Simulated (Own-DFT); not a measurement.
# Which way do the neighbours of a vacancy move? 2H SiC, 71 atoms (C36Si35), with one Si vacancy

Calculated results; nothing here was measured. The program, named Own-DFT, is a retired in-house plane-wave density functional code that no person has reviewed. Each row is one single-point run on a periodic cell that was not relaxed, without spin or spin-orbit coupling.

Settings of every run: PBE; PseudoDojo norm-conserving scalar-relativistic files; cutoff 42 hartree; 4 x 4 x 3 k mesh centred on Gamma; Fermi-Dirac smearing of 0.1 eV.

Known limits: a neutral cation vacancy leaves holes that likely carry spin, which these runs leave out; not probed for a lower state with spin; forces on such cells moved up to 12 meV/angstrom on a denser k mesh; stress not checked against mesh or cutoff.

Cell vectors in Å: (9.248, 0.000, 0.000); (-4.624, 8.009, 0.000); (0.000, 0.000, 10.068). Every atom was also moved at random, by a Gaussian of width 0.05 Å on each axis. The defect's site can differ from row to row. The empty site has 4 nearest neighbours, all C. For each, d is its distance from the empty site and R the part of its force along the line away from it, positive outwards. The last column is the rms force component on atoms over 4.5 Å away.

| run | d1 (Å) | d2 (Å) | d3 (Å) | d4 (Å) | R1 (eV/Å) | R2 (eV/Å) | R3 (eV/Å) | R4 (eV/Å) | far F (eV/Å) |
|---|---|---|---|---|---|---|---|---|---|
| 1 | 1.814 | 1.873 | 1.874 | 1.903 | 2.35 | 1.30 | 1.33 | 0.85 | 1.68 |
| 2 | 1.846 | 1.859 | 1.897 | 1.955 | 0.92 | 1.90 | 1.62 | 0.52 | 1.84 |
| 3 | 1.914 | 1.948 | 1.959 | 1.991 | 1.68 | 1.02 | 0.81 | 0.57 | 1.68 |
| 4 | 1.857 | 1.881 | 1.902 | 1.910 | 1.45 | 1.48 | 1.91 | 1.78 | 1.44 |
| 5 | 1.903 | 1.909 | 1.921 | 1.928 | 1.31 | 1.22 | 1.50 | 0.28 | 1.41 |
| 6 | 1.782 | 1.834 | 1.871 | 1.898 | 2.58 | 1.96 | 2.04 | 1.32 | 1.35 |
| 7 | 1.808 | 1.870 | 1.904 | 1.935 | 2.53 | 1.19 | 1.60 | 1.17 | 1.52 |
| 8 | 1.831 | 1.884 | 1.891 | 1.946 | 1.65 | 1.11 | 1.60 | 1.31 | 1.41 |
| 9 | 1.886 | 1.893 | 1.961 | 1.981 | ? | ? | ? | ? | ? |

## Worked fit

A straight line through the 32 neighbours shown gives R = 1.43 - 8.5 (d - 1.890) eV/Å, with a scatter of 0.37 left by the moves of the other atoms. The slope, with an error of 1.4, is the pull back towards the neighbour's own site. The constant, 1.43 ± 0.07 eV/Å, is the force at the mean distance: with one bond gone, the neighbours are pushed outwards, away from the empty site. It shows how a relaxation would start, not where it would end, and it depends somewhat on the width of the random moves.

## Withheld run

Question: what mean R should the neighbours of run 9 feel? Their mean d is 1.930 Å.

The line gives 1.09 ± 0.16 eV/Å, by the scatter of the means of the runs shown. The calculation gave R = 0.54, 1.94, 0.10, 1.56, a mean of 1.03 eV/Å.
